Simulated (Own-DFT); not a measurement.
Simulation results for Hf31O64 (monoclinic hafnia with one vacancy, atoms displaced)

Computed with Own-DFT development build. A calculation, not a measurement: plane-wave density functional theory by an unreviewed code, no spin, of a simulated periodic cell, stress positive in tension, run twice, with PBE and with PBEsol, both on files made for PBE, so the change isn't that of files made for PBEsol, defect cell not probed for a lower state with spin; a neutral cation vacancy leaves holes that likely carry spin, which this run leaves out; hafnium file: forces about 75 meV/angstrom off all-electron values; oxygen file: force components 24 meV/angstrom off all-electron in one glass; forces on such cells passed a denser k mesh, this cell's mesh not checked; the far tail of each file's local potential was reset to the Coulomb form; each entry is a single point on an unrelaxed cell, so the pressure reflects the starting lattice, mostly measured values (interpolated for alloys), from which strain is counted, and rises with the displacements; printed positions are rounded, which can move forces by about a meV/angstrom; the program, named Own-DFT, is a retired in-house code; no spin-orbit coupling; stress was not checked against mesh or cutoff.

Settings shared by all entries: functional PBE, then PBEsol; potential files PseudoDojo norm-conserving, scalar-relativistic, standard set; wave cutoff 72 hartree; occupations Fermi-Dirac; smearing width 0.1 eV; k mesh 2 x 2 x 2 centred on Gamma.

```json
{"entry": 1, "formula": "Hf31O64", "kind": "monoclinic hafnia with one vacancy, atoms displaced", "structure": {"cell_angstrom": [[10.234, 0.0, 0.0], [0.0, 10.35, 0.0], [-1.6955, 0.0, 10.4453]], "atoms_fractional": [["Hf", 0.13924, 0.01655, 0.10605], ["Hf", 0.36093, 0.26379, 0.14249], ["Hf", 0.35683, 0.47947, 0.39472], ["Hf", 0.13822, 0.23128, 0.35211], ["O", 0.03696, 0.16534, 0.16547], ["O", 0.46718, 0.41541, 0.07986], ["O", 0.46968, 0.33329, 0.32784], ["O", 0.03865, 0.08117, 0.41939], ["O", 0.22338, 0.37944, 0.2389], ["O", 0.27173, 0.12893, 0.00773], ["O", 0.27681, 0.12559, 0.26235], ["O", 0.22372, 0.37364, 0.49202], ["Hf", 0.13613, 0.01814, 0.60068], ["Hf", 0.35837, 0.27067, 0.64053], ["Hf", 0.36, 0.48107, 0.89641], ["Hf", 0.13304, 0.23207, 0.85334], ["O", 0.03693, 0.16837, 0.67053], ["O", 0.45999, 0.41233, 0.5791], ["O", 0.46374, 0.33287, 0.82848], ["O", 0.03822, 0.08665, 0.92106], ["O", 0.21812, 0.37972, 0.7434], ["O", 0.27751, 0.12724, 0.51173], ["O", 0.27698, 0.122, 0.76377], ["O", 0.22243, 0.37681, 0.99249], ["Hf", 0.14304, 0.51656, 0.10231], ["Hf", 0.35835, 0.77369, 0.1428], ["Hf", 0.36293, 0.97913, 0.39236], ["Hf", 0.13823, 0.72937, 0.35691], ["O", 0.03655, 0.669, 0.17826], ["O", 0.45873, 0.91567, 0.08506], ["O", 0.46045, 0.83617, 0.32506], ["O", 0.03483, 0.59186, 0.42535], ["O", 0.22197, 0.87889, 0.23572], ["O", 0.2754, 0.62535, 0.01067], ["O", 0.27467, 0.62368, 0.25342], ["O", 0.22454, 0.87138, 0.48932], ["Hf", 0.13649, 0.51482, 0.60774], ["Hf", 0.36199, 0.76505, 0.64847], ["Hf", 0.13717, 0.73446, 0.85423], ["O", 0.03822, 0.66466, 0.67381], ["O", 0.46343, 0.91869, 0.5787], ["O", 0.46658, 0.83282, 0.8269], ["O", 0.04201, 0.58458, 0.92704], ["O", 0.22256, 0.87664, 0.73517], ["O", 0.27802, 0.62849, 0.51188], ["O", 0.27742, 0.61925, 0.76043], ["O", 0.22143, 0.87518, 0.98574], ["Hf", 0.63561, 0.0178, 0.10036], ["Hf", 0.85877, 0.268, 0.1444], ["Hf", 0.86053, 0.48367, 0.39563], ["Hf", 0.63789, 0.22976, 0.34698], ["O", 0.53629, 0.16868, 0.17346], ["O", 0.96143, 0.41356, 0.08023], ["O", 0.96364, 0.33236, 0.32574], ["O", 0.53884, 0.08574, 0.42216], ["O", 0.72857, 0.38082, 0.23921], ["O", 0.77492, 0.12861, 0.00676], ["O", 0.77408, 0.12329, 0.25387], ["O", 0.72391, 0.37181, 0.48436], ["Hf", 0.63788, 0.01821, 0.60423], ["Hf", 0.8599, 0.2727, 0.64398], ["Hf", 0.86083, 0.47774, 0.8956], ["Hf", 0.63535, 0.23163, 0.85296], ["O", 0.53449, 0.16487, 0.67085], ["O", 0.96313, 0.41067, 0.58064], ["O", 0.96694, 0.32879, 0.82811], ["O", 0.53481, 0.0843, 0.92273], ["O", 0.71939, 0.37634, 0.73484], ["O", 0.76715, 0.12843, 0.51139], ["O", 0.77815, 0.11992, 0.76367], ["O", 0.71905, 0.36791, 0.98561], ["Hf", 0.63765, 0.5222, 0.10372], ["Hf", 0.85768, 0.76715, 0.14641], ["Hf", 0.86414, 0.98243, 0.39194], ["Hf", 0.63566, 0.72859, 0.34629], ["O", 0.53483, 0.6593, 0.1736], ["O", 0.96286, 0.91037, 0.07378], ["O", 0.96057, 0.83453, 0.32836], ["O", 0.53749, 0.58614, 0.42477], ["O", 0.72836, 0.87193, 0.23786], ["O", 0.77494, 0.63007, 0.01111], ["O", 0.77368, 0.62301, 0.26081], ["O", 0.7268, 0.86956, 0.49618], ["Hf", 0.63863, 0.52253, 0.60466], ["Hf", 0.86024, 0.77318, 0.6453], ["Hf", 0.85994, 0.97798, 0.8921], ["Hf", 0.64108, 0.73283, 0.8528], ["O", 0.54425, 0.66699, 0.67786], ["O", 0.96115, 0.91716, 0.57398], ["O", 0.96448, 0.8311, 0.83116], ["O", 0.53787, 0.58566, 0.92966], ["O", 0.73211, 0.87528, 0.74058], ["O", 0.77951, 0.63503, 0.51196], ["O", 0.78099, 0.62312, 0.75942], ["O", 0.72517, 0.87171, 0.98874]]}, "results": {"PBE_pressure [GPa]": 3.68, "PBE_stress_xx [GPa]": -3.75, "PBE_stress_yy [GPa]": -3.71, "PBE_stress_zz [GPa]": -3.57, "PBE_stress_yz [GPa]": 0.16, "PBE_stress_xz [GPa]": 0.36, "PBE_stress_xy [GPa]": 0.39, "PBEsol_pressure [GPa]": -2.65, "PBEsol_stress_xx [GPa]": 2.59, "PBEsol_stress_yy [GPa]": 2.58, "PBEsol_stress_zz [GPa]": 2.76, "PBEsol_stress_yz [GPa]": 0.14, "PBEsol_stress_xz [GPa]": 0.68, "PBEsol_stress_xy [GPa]": 0.39, "force_element": ["Hf", "Hf", "Hf", "Hf", "O", "O", "O", "O", "O", "O", "O", "O", "Hf", "Hf", "Hf", "Hf", "O", "O", "O", "O", "O", "O", "O", "O", "Hf", "Hf", "Hf", "Hf", "O", "O", "O", "O", "O", "O", "O", "O", "Hf", "Hf", "Hf", "O", "O", "O", "O", "O", "O", "O", "O", "Hf", "Hf", "Hf", "Hf", "O", "O", "O", "O", "O", "O", "O", "O", "Hf", "Hf", "Hf", "Hf", "O", "O", "O", "O", "O", "O", "O", "O", "Hf", "Hf", "Hf", "Hf", "O", "O", "O", "O", "O", "O", "O", "O", "Hf", "Hf", "Hf", "Hf", "O", "O", "O", "O", "O", "O", "O", "O"], "PBE_force_x [eV/angstrom]": [0.689, -0.008, 1.249, -0.321, -0.643, -0.356, -1.093, -0.329, 0.207, -0.357, 0.14, -0.438, 1.012, -0.006, 0.465, 2.612, -0.276, 1.209, -0.416, -1.58, 0.581, -0.2, -0.792, 0.306, -1.124, -0.374, -0.106, -0.062, -0.266, 1.507, 0.968, -0.701, 0.009, 0.624, 0.087, 0.063, 0.012, 0.069, 1.207, -0.383, 0.068, 0.664, -1.53, -0.622, -0.008, 0.235, -0.761, -1.314, 0.575, 0.242, -0.043, 0.042, 0.355, 0.239, -0.971, -0.199, -0.042, 0.288, 0.146, -0.268, -0.552, 0.75, -0.528, -0.147, 0.756, -2.026, 0.829, 0.525, 1.342, -0.172, 0.592, -0.023, 1.687, -0.687, -0.064, -0.792, 0.32, 0.708, -0.69, -1.125, 0.405, 0.34, -0.485, 0.07, 0.903, 0.907, -0.856, -0.885, 0.606, 0.079, -0.457, -0.989, -0.295, 0.007, -0.329], "PBE_force_y [eV/angstrom]": [0.372, 0.394, 0.156, -0.169, 0.544, -0.258, 0.726, 0.211, -0.353, 1.168, -0.487, -0.351, -0.048, -1.569, -0.201, -2.041, -0.173, 1.393, 0.482, -1.11, 0.073, 0.355, 0.882, -0.689, 1.172, -0.321, 0.69, 0.369, -0.528, 0.433, -0.666, -1.31, 0.011, 0.607, -0.668, -0.057, 1.227, 1.988, 0.612, 0.116, -0.553, -0.804, -0.74, -0.683, -0.55, -0.082, -0.972, -0.051, 0.19, -0.574, 0.315, -0.616, 0.701, 0.2, -0.77, 0.115, -0.254, -0.864, 0.473, 0.316, -1.506, 0.273, -1.289, 0.379, 1.287, 1.62, 0.135, 0.515, 0.402, 0.168, 0.723, -0.932, 0.25, -0.539, 0.432, 1.031, 0.465, -0.119, -0.403, 1.18, -0.481, -0.494, 0.285, -0.266, -0.578, 0.566, 0.018, -0.167, 0.405, 0.099, 0.11, 0.611, -1.178, -0.926, 0.145], "PBE_force_z [eV/angstrom]": [-2.246, -0.514, -0.286, -0.195, 0.869, -0.251, 0.119, -0.38, 0.681, 1.254, 0.071, -0.7, 1.811, 1.982, 0.438, 0.778, -0.463, -0.497, -0.233, 0.087, -0.445, -0.508, -1.21, -0.407, 0.42, -1.332, 1.032, -0.764, -0.464, 0.585, 0.008, 0.382, 0.779, -0.103, 1.367, -0.398, 0.02, 0.93, 0.324, -0.187, -0.351, -0.214, -0.512, -0.967, -0.391, -0.051, 0.989, -1.124, -0.354, -0.06, 1.344, -0.727, -0.667, 0.534, -0.322, -0.206, 0.345, 0.518, 0.374, 0.146, 0.027, 0.441, -0.252, -0.062, -0.699, -0.073, 0.389, 0.275, -0.237, -0.621, 0.286, -0.015, -0.385, 0.662, 1.559, 0.244, 0.284, 0.131, 0.01, 0.093, -0.272, 0.132, -1.316, -0.565, -0.177, 0.883, 0.69, -0.774, 0.196, -0.405, -1.077, 0.02, -0.517, 0.39, 0.08], "PBEsol_force_x [eV/angstrom]": [0.694, -0.026, 1.2, -0.305, -0.623, -0.35, -1.065, -0.321, 0.256, -0.476, 0.081, -0.357, 1.0, -0.019, 0.431, 2.554, -0.272, 1.163, -0.403, -1.538, 0.615, -0.252, -0.891, 0.354, -1.058, -0.386, -0.108, -0.07, -0.257, 1.496, 0.928, -0.674, 0.077, 0.547, 0.019, 0.114, 0.025, 0.048, 1.175, -0.359, 0.071, 0.749, -1.479, -0.597, -0.066, 0.175, -0.788, -1.276, 0.555, 0.211, -0.053, 0.043, 0.333, 0.229, -0.938, -0.133, -0.101, 0.222, 0.212, -0.252, -0.534, 0.726, -0.518, -0.134, 0.733, -1.982, 0.981, 0.575, 1.241, -0.224, 0.641, -0.041, 1.636, -0.652, -0.049, -0.736, 0.295, 0.673, -0.653, -1.027, 0.329, 0.268, -0.403, 0.077, 0.848, 0.87, -0.858, -0.84, 0.582, 0.069, -0.433, -0.891, -0.345, -0.057, -0.251], "PBEsol_force_y [eV/angstrom]": [0.404, 0.413, 0.105, -0.209, 0.543, -0.231, 0.684, 0.188, -0.35, 1.215, -0.465, -0.333, -0.011, -1.503, -0.228, -2.046, -0.147, 1.364, 0.458, -1.085, 0.08, 0.349, 0.971, -0.638, 1.186, -0.244, 0.63, 0.308, -0.481, 0.374, -0.653, -1.286, 0.008, 0.566, -0.655, -0.048, 1.241, 1.988, 0.566, 0.12, -0.517, -0.947, -0.74, -0.732, -0.548, -0.082, -1.011, 0.003, 0.231, -0.608, 0.269, -0.576, 0.683, 0.18, -0.765, 0.101, -0.249, -0.825, 0.469, 0.36, -1.426, 0.224, -1.313, 0.384, 1.263, 1.569, 0.207, 0.497, 0.389, 0.16, 0.704, -0.854, 0.293, -0.594, 0.361, 1.013, 0.464, -0.12, -0.408, 1.124, -0.469, -0.47, 0.287, -0.205, -0.52, 0.503, -0.005, -0.159, 0.409, 0.089, 0.079, 0.581, -1.155, -0.893, 0.146], "PBEsol_force_z [eV/angstrom]": [-2.233, -0.481, -0.247, -0.223, 0.904, -0.295, 0.071, -0.32, 0.667, 1.297, 0.07, -0.681, 1.744, 1.955, 0.458, 0.732, -0.395, -0.533, -0.271, 0.126, -0.446, -0.497, -1.274, -0.39, 0.373, -1.27, 1.033, -0.778, -0.39, 0.641, -0.048, 0.406, 0.75, -0.095, 1.33, -0.395, 0.012, 0.953, 0.3, -0.14, -0.404, -0.339, -0.45, -1.029, -0.384, -0.054, 1.031, -1.136, -0.324, -0.044, 1.289, -0.649, -0.706, 0.466, -0.267, -0.197, 0.339, 0.502, 0.363, 0.104, 0.051, 0.462, -0.252, -0.022, -0.714, -0.127, 0.469, 0.263, -0.227, -0.6, 0.27, -0.04, -0.352, 0.679, 1.483, 0.288, 0.231, 0.087, 0.053, 0.089, -0.257, 0.13, -1.257, -0.567, -0.158, 0.882, 0.638, -0.71, 0.135, -0.443, -0.992, 0.023, -0.499, 0.375, 0.076], "rms_change_of_force_components_from_PBE_to_PBEsol [eV/angstrom]": 0.044}}
{"entry": 2, "formula": "Hf31O64", "kind": "monoclinic hafnia with one vacancy, atoms displaced", "structure": {"cell_angstrom": [[10.234, 0.0, 0.0], [0.0, 10.35, 0.0], [-1.6955, 0.0, 10.4453]], "atoms_fractional": [["Hf", 0.13887, 0.01151, 0.10388], ["Hf", 0.36021, 0.26856, 0.15048], ["Hf", 0.36182, 0.47676, 0.39687], ["Hf", 0.13677, 0.23112, 0.35479], ["O", 0.04088, 0.16803, 0.17592], ["O", 0.46026, 0.41302, 0.0701], ["O", 0.45973, 0.33072, 0.32045], ["O", 0.04283, 0.08246, 0.42559], ["O", 0.22391, 0.37345, 0.23817], ["O", 0.27688, 0.13143, 0.00677], ["O", 0.27755, 0.11768, 0.25972], ["O", 0.22449, 0.3745, 0.4901], ["Hf", 0.13957, 0.01677, 0.60068], ["Hf", 0.35656, 0.26727, 0.64109], ["Hf", 0.35982, 0.48149, 0.89799], ["Hf", 0.1361, 0.22762, 0.85573], ["O", 0.03686, 0.16981, 0.67334], ["O", 0.46369, 0.41744, 0.57821], ["O", 0.45975, 0.33298, 0.82323], ["O", 0.03516, 0.08326, 0.9187], ["O", 0.2204, 0.3788, 0.73813], ["O", 0.27625, 0.13226, 0.51455], ["O", 0.27176, 0.11976, 0.76021], ["O", 0.22523, 0.36861, 0.99302], ["Hf", 0.13927, 0.51504, 0.1028], ["Hf", 0.36196, 0.77341, 0.14633], ["Hf", 0.35821, 0.97833, 0.3985], ["Hf", 0.14058, 0.73203, 0.35309], ["O", 0.03479, 0.66616, 0.1684], ["O", 0.46102, 0.91564, 0.0796], ["O", 0.4636, 0.82996, 0.32857], ["O", 0.03546, 0.58592, 0.42284], ["O", 0.22306, 0.87444, 0.24173], ["O", 0.27241, 0.63187, 0.00869], ["O", 0.27434, 0.62401, 0.26084], ["O", 0.22338, 0.8737, 0.48863], ["Hf", 0.13763, 0.51789, 0.60481], ["Hf", 0.36068, 0.76614, 0.64458], ["Hf", 0.35931, 0.97872, 0.89662], ["Hf", 0.13461, 0.73079, 0.8519], ["O", 0.03345, 0.66841, 0.67578], ["O", 0.4594, 0.921, 0.57625], ["O", 0.46625, 0.83152, 0.82182], ["O", 0.03916, 0.58444, 0.92102], ["O", 0.22077, 0.87656, 0.74313], ["O", 0.27277, 0.62869, 0.51099], ["O", 0.26916, 0.62421, 0.75969], ["O", 0.22627, 0.8683, 0.99239], ["Hf", 0.64144, 0.02034, 0.10918], ["Hf", 0.86665, 0.26756, 0.146], ["Hf", 0.86573, 0.47947, 0.39744], ["Hf", 0.63186, 0.22871, 0.3493], ["O", 0.53943, 0.17123, 0.17588], ["O", 0.96409, 0.4169, 0.0779], ["O", 0.96502, 0.33201, 0.32434], ["O", 0.53481, 0.08301, 0.4219], ["O", 0.72631, 0.37978, 0.23292], ["O", 0.77773, 0.12855, 0.01302], ["O", 0.78232, 0.12136, 0.25858], ["O", 0.72181, 0.37401, 0.48582], ["Hf", 0.63838, 0.01929, 0.60874], ["Hf", 0.85992, 0.27431, 0.64587], ["Hf", 0.63642, 0.23014, 0.85168], ["O", 0.53686, 0.16514, 0.67146], ["O", 0.96489, 0.41558, 0.57629], ["O", 0.96171, 0.32837, 0.82745], ["O", 0.53878, 0.08228, 0.92382], ["O", 0.7225, 0.37624, 0.73675], ["O", 0.77746, 0.12863, 0.5129], ["O", 0.77337, 0.12186, 0.75477], ["O", 0.72637, 0.36733, 0.99258], ["Hf", 0.64174, 0.51586, 0.10698], ["Hf", 0.85988, 0.77057, 0.14583], ["Hf", 0.86475, 0.98265, 0.39469], ["Hf", 0.64073, 0.73025, 0.35629], ["O", 0.53814, 0.67119, 0.17598], ["O", 0.96529, 0.91207, 0.07448], ["O", 0.95871, 0.83361, 0.3237], ["O", 0.53425, 0.57865, 0.42389], ["O", 0.72584, 0.87914, 0.2377], ["O", 0.77429, 0.63012, 0.00856], ["O", 0.7738, 0.61937, 0.25517], ["O", 0.72295, 0.87014, 0.49492], ["Hf", 0.63977, 0.52105, 0.60378], ["Hf", 0.86867, 0.7727, 0.64737], ["Hf", 0.86633, 0.98294, 0.90144], ["Hf", 0.63874, 0.72513, 0.85023], ["O", 0.53769, 0.66511, 0.67625], ["O", 0.96262, 0.91929, 0.57543], ["O", 0.9649, 0.83131, 0.82726], ["O", 0.53419, 0.58246, 0.92492], ["O", 0.73183, 0.87732, 0.74334], ["O", 0.77603, 0.62817, 0.50788], ["O", 0.78077, 0.62593, 0.75742], ["O", 0.72595, 0.86934, 0.99546]]}, "results": {"PBE_pressure [GPa]": 4.06, "PBE_stress_xx [GPa]": -4.09, "PBE_stress_yy [GPa]": -3.82, "PBE_stress_zz [GPa]": -4.26, "PBE_stress_yz [GPa]": 0.43, "PBE_stress_xz [GPa]": -0.18, "PBE_stress_xy [GPa]": -0.07, "PBEsol_pressure [GPa]": -2.27, "PBEsol_stress_xx [GPa]": 2.26, "PBEsol_stress_yy [GPa]": 2.45, "PBEsol_stress_zz [GPa]": 2.1, "PBEsol_stress_yz [GPa]": 0.41, "PBEsol_stress_xz [GPa]": 0.17, "PBEsol_stress_xy [GPa]": -0.06, "force_element": ["Hf", "Hf", "Hf", "Hf", "O", "O", "O", "O", "O", "O", "O", "O", "Hf", "Hf", "Hf", "Hf", "O", "O", "O", "O", "O", "O", "O", "O", "Hf", "Hf", "Hf", "Hf", "O", "O", "O", "O", "O", "O", "O", "O", "Hf", "Hf", "Hf", "Hf", "O", "O", "O", "O", "O", "O", "O", "O", "Hf", "Hf", "Hf", "Hf", "O", "O", "O", "O", "O", "O", "O", "O", "Hf", "Hf", "Hf", "O", "O", "O", "O", "O", "O", "O", "O", "Hf", "Hf", "Hf", "Hf", "O", "O", "O", "O", "O", "O", "O", "O", "Hf", "Hf", "Hf", "Hf", "O", "O", "O", "O", "O", "O", "O", "O"], "PBE_force_x [eV/angstrom]": [0.128, -0.009, 0.3, 0.402, 0.27, 0.492, 0.366, -0.726, -0.296, -0.223, -0.171, -0.293, -0.656, 0.932, 0.448, 0.121, 0.031, -0.26, 0.203, -0.06, 0.146, 0.031, 0.543, -0.303, -1.528, 0.572, 1.553, -0.958, 0.171, 0.878, -0.318, -0.103, -0.212, 0.38, 0.15, -0.387, -0.363, 0.402, 1.057, -0.033, 0.79, -0.017, -0.662, 0.47, 0.507, 0.347, 0.86, -0.449, -0.301, -0.55, -0.751, 1.187, -0.127, 0.599, 0.234, -0.193, -0.11, 0.138, -0.492, 0.087, 0.719, -0.238, 0.711, -1.017, 0.356, 0.623, -0.625, -0.815, -0.131, 0.206, -1.047, 0.53, -0.253, -0.865, -0.302, -0.357, 0.913, 1.103, 0.105, -0.645, -0.789, 0.292, 0.178, 0.857, -1.765, -1.359, 1.548, -0.783, 0.898, -0.041, -0.502, -0.723, 0.21, -1.012, -0.228], "PBE_force_y [eV/angstrom]": [1.315, -0.154, 0.857, -0.134, -0.964, 0.061, 0.646, -0.157, 0.528, -0.952, -0.203, -0.393, 0.813, 1.163, -0.44, 1.257, -0.538, -0.383, -0.096, -0.719, -0.045, -0.745, -0.345, 0.263, 0.809, -1.443, 0.193, -1.026, 0.09, 1.005, 0.658, -0.058, 0.691, -0.477, -0.844, -0.429, 0.675, 0.548, 0.089, -0.618, -0.799, -0.602, 0.698, -0.408, 0.427, 0.108, -0.455, 0.782, -0.096, 1.375, 0.357, 0.066, -0.794, -0.475, 0.246, -0.035, -0.823, -0.627, -0.12, -0.252, -0.166, -0.137, 1.334, 0.462, 0.313, -0.405, -0.442, -0.211, -0.058, -0.438, -0.415, 0.977, -1.588, -0.211, -0.421, -0.545, 0.76, -0.033, 0.614, 0.242, 0.588, 0.093, 0.21, -0.426, -0.876, -0.723, -0.619, -0.04, 0.423, 0.981, 0.083, 0.689, 0.096, 0.333, 0.481], "PBE_force_z [eV/angstrom]": [-0.05, -2.048, -0.099, -0.262, -0.621, 1.099, 1.354, -0.736, 0.582, 0.586, 0.284, -0.325, 1.718, 1.815, -0.58, -0.545, -0.55, -0.245, 0.177, 0.898, -0.006, -1.109, -0.134, -0.256, -0.989, 0.265, -0.557, -0.436, 0.526, -0.167, 0.528, -0.103, -0.189, 0.322, 0.335, 0.183, 0.604, 0.852, -0.297, 0.7, -0.962, 0.519, 0.462, 0.474, -0.732, -0.162, -0.276, -0.062, -1.226, -1.693, -0.611, 1.414, -0.875, 0.866, 0.775, -0.06, 1.325, -0.255, 0.459, -0.252, -0.604, 0.924, 0.43, -0.199, -0.313, -0.049, 0.109, -0.888, -0.663, 1.116, 0.324, -2.083, -1.095, 0.594, -0.223, -0.45, 0.363, 0.746, -0.411, 0.855, 0.687, 1.056, -0.83, 1.03, 0.103, -1.359, 1.461, -1.0, -0.039, 0.49, -0.267, -0.024, -0.156, -0.819, -0.47], "PBEsol_force_x [eV/angstrom]": [0.134, -0.02, 0.296, 0.389, 0.267, 0.455, 0.349, -0.702, -0.222, -0.279, -0.223, -0.22, -0.634, 0.897, 0.448, 0.097, 0.045, -0.27, 0.189, -0.063, 0.203, -0.029, 0.467, -0.23, -1.497, 0.558, 1.515, -0.91, 0.173, 0.836, -0.322, -0.098, -0.149, 0.31, 0.078, -0.315, -0.333, 0.389, 1.016, -0.035, 0.775, -0.029, -0.664, 0.631, 0.555, 0.275, 0.775, -0.378, -0.26, -0.549, -0.739, 1.137, -0.116, 0.635, 0.232, -0.184, -0.05, 0.078, -0.541, 0.15, 0.722, -0.243, 0.697, -0.979, 0.346, 0.699, -0.604, -0.776, -0.187, 0.129, -1.051, 0.557, -0.274, -0.846, -0.292, -0.347, 0.891, 1.064, 0.104, -0.566, -0.907, 0.217, 0.235, 0.847, -1.749, -1.324, 1.522, -0.763, 0.881, -0.041, -0.495, -0.641, 0.138, -1.111, -0.148], "PBEsol_force_y [eV/angstrom]": [1.31, -0.094, 0.796, -0.171, -0.917, 0.075, 0.603, -0.169, 0.494, -0.941, -0.187, -0.378, 0.844, 1.184, -0.479, 1.188, -0.511, -0.361, -0.111, -0.719, -0.047, -0.734, -0.334, 0.267, 0.827, -1.362, 0.141, -1.047, 0.108, 0.982, 0.631, -0.081, 0.663, -0.474, -0.805, -0.401, 0.694, 0.576, 0.05, -0.671, -0.751, -0.57, 0.655, -0.313, 0.408, 0.103, -0.43, 0.781, -0.054, 1.403, 0.314, 0.013, -0.757, -0.501, 0.215, -0.039, -0.801, -0.63, -0.122, -0.227, -0.105, -0.106, 1.265, 0.455, 0.329, -0.549, -0.443, -0.276, -0.07, -0.421, -0.466, 0.997, -1.512, -0.252, -0.461, -0.501, 0.769, -0.038, 0.578, 0.234, 0.652, 0.1, 0.209, -0.379, -0.827, -0.754, -0.653, -0.02, 0.433, 0.934, 0.06, 0.673, 0.081, 0.444, 0.484], "PBEsol_force_z [eV/angstrom]": [-0.074, -1.972, -0.06, -0.301, -0.541, 1.022, 1.267, -0.666, 0.567, 0.563, 0.281, -0.309, 1.646, 1.796, -0.524, -0.577, -0.476, -0.302, 0.125, 0.923, -0.026, -1.071, -0.134, -0.236, -1.001, 0.287, -0.517, -0.459, 0.568, -0.208, 0.458, -0.05, -0.186, 0.307, 0.339, 0.173, 0.565, 0.876, -0.261, 0.659, -0.878, 0.446, 0.394, 0.542, -0.712, -0.153, -0.283, -0.048, -1.223, -1.628, -0.563, 1.338, -0.778, 0.918, 0.708, -0.013, 1.28, -0.237, 0.438, -0.238, -0.611, 0.949, 0.388, -0.149, -0.36, -0.182, 0.156, -0.961, -0.634, 1.077, 0.389, -2.063, -1.063, 0.605, -0.255, -0.373, 0.304, 0.678, -0.343, 0.821, 0.74, 1.029, -0.81, 0.975, 0.154, -1.294, 1.393, -0.923, -0.092, 0.417, -0.221, -0.031, -0.165, -0.895, -0.431], "rms_change_of_force_components_from_PBE_to_PBEsol [eV/angstrom]": 0.046}}
```
